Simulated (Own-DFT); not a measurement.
# A change of arrangement and its cost: C34N2Si36, 72 atoms

Calculated results; nothing here was measured. They come from Own-DFT, an in-house plane-wave density functional program, since retired, whose code no person has reviewed. Each row is one single-point run on a periodic cell that was not relaxed, without spin or spin-orbit coupling.

Settings of every run: PBE; PseudoDojo norm-conserving scalar-relativistic files; cutoff 42 hartree; 4 x 4 x 3 k mesh centred on Gamma; Fermi-Dirac smearing of 0.1 eV.

Known limits: not probed for a lower state with spin; forces on such cells passed a denser k mesh, each cell not checked; stress not checked against mesh or cutoff.

All cells hold the same atoms in the same cell, with vectors in Å (9.248, 0.000, 0.000); (-4.624, 8.009, 0.000); (0.000, 0.000, 10.068). Every atom was moved at random from its ideal site; u is the rms move along one axis. The defect's site can differ from row to row. E is the free energy of the cell above the lowest run. The arrangements:

- A: 4H SiC, with two N on a C site each, 3.1 Å apart
- B: 2H SiC, with two N on a C site each, 3.1 Å apart

```
arrangement,u (Å),E (eV),P (GPa)
A,0.0284,0.000,2.68
A,0.0322,0.673,2.66
A,0.0336,0.718,2.95
A,0.0481,4.044,3.90
A,0.0486,3.944,4.04
A,0.0499,3.489,3.73
B,0.0277,0.773,2.74
B,0.0291,1.011,2.97
B,0.0318,1.137,2.78
B,0.0460,4.068,4.01
B,0.0495,4.914,4.19
B,0.0547,5.931,4.31
```

Question: once the cost of the random moves is taken out, how do the arrangements rank?

## Worked answer

Fit E = a + b u², with one b for all and one a for each arrangement, and with residuals divided by u², since the noise grows with the moves. Then b = 2400 eV/Å², the scatter at u = 0.04 Å is 0.21 eV, and against A:

- B: 0.81 ± 0.09 eV (higher)

These are energies of unrelaxed cells. Relaxing the atoms lowers the strained arrangements most, so the gaps would shrink and small ones could change sign.
